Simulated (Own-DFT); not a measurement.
# Device materials side by side: how hard are they to compress?

Source: density functional calculations with Own-DFT, an unreviewed in-house program that is no longer used. Nothing was measured or relaxed, and spin and spin-orbit coupling are left out.

Limits (not all hold for every row): forces on such cells moved up to 12 meV/angstrom on a denser k mesh; forces not confirmed at this smearing and k mesh; k mesh not checked against a denser one; forces on such cells passed a denser k mesh, each cell not checked; stress not checked against mesh or cutoff.

All runs are PBE with PseudoDojo norm-conserving files; cutoff and k mesh are each material's own. Every cell starts from measured lattice constants and was given uniform random strains and small random moves of its atoms. Each triple is the change of volume in per cent, the rms move u in Å and the pressure in GPa.

- 3C SiC (C48Si48), 10.36 Å³/atom unstrained: (-2.49, 0.050, 11.51); (-1.23, 0.050, 8.62); (-1.03, 0.051, 7.88); (1.09, 0.047, 3.25); (2.34, 0.048, 0.76); (2.55, 0.049, -0.48); (2.57, 0.051, 0.24)
- wurtzite AlN (Al64N64), 10.45 Å³/atom unstrained: (-3.02, 0.050, 12.98); (-0.89, 0.052, 7.63); (-0.87, 0.050, 7.96); (-0.32, 0.050, 6.08); (-0.05, 0.048, 5.57); (0.29, 0.050, 5.21); (1.72, 0.053, 2.44)
- wurtzite GaN (Ga36N36), 11.42 Å³/atom unstrained: withheld
- diamond silicon (Si64), 20.02 Å³/atom unstrained: (-2.34, 0.047, 4.87); (-2.08, 0.052, 4.68); (0.54, 0.053, 2.12); (0.87, 0.051, 1.81); (1.10, 0.052, 1.81); (1.48, 0.047, 1.45); (2.29, 0.043, 0.40)
- zincblende GaP (Ga32P32), 20.24 Å³/atom unstrained: (-3.00, 0.051, 6.38); (-0.47, 0.053, 3.75); (-0.17, 0.045, 3.31); (0.60, 0.049, 2.91); (0.62, 0.049, 2.95); (0.91, 0.050, 2.57); (1.08, 0.050, 2.60)
- zincblende InP (In32P32), 25.27 Å³/atom unstrained: (-1.71, 0.048, 4.93); (-0.98, 0.048, 4.69); (-0.91, 0.049, 4.25); (-0.34, 0.053, 4.12); (0.18, 0.054, 3.49); (1.85, 0.053, 2.40); (2.63, 0.049, 2.03)
- grey tin (Sn64), 34.15 Å³/atom unstrained: (-2.67, 0.047, 5.14); (-1.36, 0.051, 4.51); (-1.14, 0.047, 4.32); (-0.82, 0.056, 4.37); (-0.71, 0.050, 4.17); (-0.12, 0.049, 3.85); (1.33, 0.051, 2.98)

## Fit

Fit a line to each set against the fractional change of volume; B is minus its slope, and u is nearly the same within a set. To take it to zero pressure, assume that B rises by 4 GPa for each GPa: B0 = B - 4 x (mean pressure). The bond length of an ideal tetrahedral crystal with the unstrained volume v is d = (√3/4)(8 v)^(1/3). Cohen's empirical rule reads B0 = (1971 - 220 L) d^(-3.5) GPa, with L = 0 for group IV crystals and SiC and 1 for III-V compounds.

```
                material  L  d (Å)   B (GPa)  mean P (GPa)  B0 (GPa)  rule (GPa)
        3C SiC (C48Si48)  0  1.888   226 ± 6           4.5   208 ± 6         213
  wurtzite AlN (Al64N64)  1  1.893  225 ± 11           6.8  198 ± 11         188
  wurtzite GaN (Ga36N36)  1  1.950         ?             ?         ?         169
  diamond silicon (Si64)  0  2.352    94 ± 3           2.4    84 ± 3          99
zincblende GaP (Ga32P32)  1  2.360    94 ± 5           3.5    80 ± 5          87
zincblende InP (In32P32)  1  2.541    70 ± 4           3.7    55 ± 4          67
         grey tin (Sn64)  0  2.810    54 ± 3           4.2    37 ± 3          53
```

A line through ln[B0/(1971 - 220 L)] against ln d has a slope of -4.3 ± 0.2 and a scatter of 5 %. Against the rule, B0 stands at 98 % for 3C SiC, 106 % for wurtzite AlN, 85 % for diamond silicon, 92 % for zincblende GaP, 82 % for zincblende InP, 70 % for grey tin. PBE tends to make silicon and heavier crystals too soft, and the rule itself is only a guide.

## Prediction

Question: what B0 does the fitted trend give for wurtzite GaN (Ga36N36)?

The line gives 170 GPa. Its own runs give B = 202 ± 5 GPa at a mean pressure of 7.8 GPa, so B0 = 171 GPa.
